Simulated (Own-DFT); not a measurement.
# What random displacements cost in hexagonal WC, 64 atoms (C32W32)

All numbers below are calculated, not measured. They come from Own-DFT, an in-house plane-wave density functional program, since retired, whose code no person has reviewed. Each row is one single-point run on a periodic cell that was not relaxed, without spin or spin-orbit coupling.

Settings of every run: PBE; PseudoDojo norm-conserving scalar-relativistic files; cutoff 50 hartree; 4 x 4 x 4 k mesh centred on Gamma; cold (Marzari-Vanderbilt) smearing of 0.2 eV.

Known limits, some of them of some rows only: some atoms lie very close together; forces on such cells moved up to 12 meV/angstrom on a denser k mesh; stress not checked against mesh or cutoff.

Cell vectors in Å: (5.833, -5.052, -2.839); (0.000, -5.052, 8.518); (-5.833, -5.052, -2.839). In each run every atom was moved at random and independently from its ideal site; u is the rms move along one axis. E is the free energy for each atom above the fitted value at u = 0, and F the rms of the force components.

```
run   u (Å)  E (meV/atom)  F (eV/Å)  largest force (eV/Å)  P (GPa)
  1  0.0193          14.3     0.529                  1.72     3.26
  2  0.0206             ?         ?                     ?        ?
  3  0.0213          17.1     0.591                  1.98     3.36
  4  0.0459          87.0     1.376                  5.73     6.10
  5  0.0466          78.6     1.257                  5.02     5.87
  6  0.0513          96.7     1.392                  5.79     6.35
  7  0.0981         333.1     2.689                 14.53    15.61
  8  0.1001         381.9     2.840                 12.74    18.19
  9  0.1044         454.5     3.323                 14.79    21.05
 10  0.1501         789.6     4.272                 17.22    31.87
```

## Worked fit

For small independent moves the energy grows as E = (3/2) K u², with K the mean stiffness felt by one atom. The runs with u up to 0.11 Å give K = 25.4 ± 0.8 eV/Å², with residuals divided by u² + 0.0006 Å², since the noise grows with the moves. The scatter is 7.1 meV/atom at u = 0.05 Å. The forces follow F = G u with G = 28.4 eV/Å²; no force at u = 0 is resolved. G exceeds K because the moves of its neighbours add to the force on an atom, and stiffness differs between atoms. At u = 0.150 Å the parabola gives 859 meV/atom and the run 790. The pressure follows P = 2.55 + 1552 u² GPa: at fixed volume, shortened bonds push harder than stretched ones pull.

## Withheld run

Question: what energy and rms force should run 2 give?

The fit gives 16 ± 2 meV/atom and about 0.59 eV/Å. The calculation gave 17.2 meV/atom and 0.603 eV/Å.
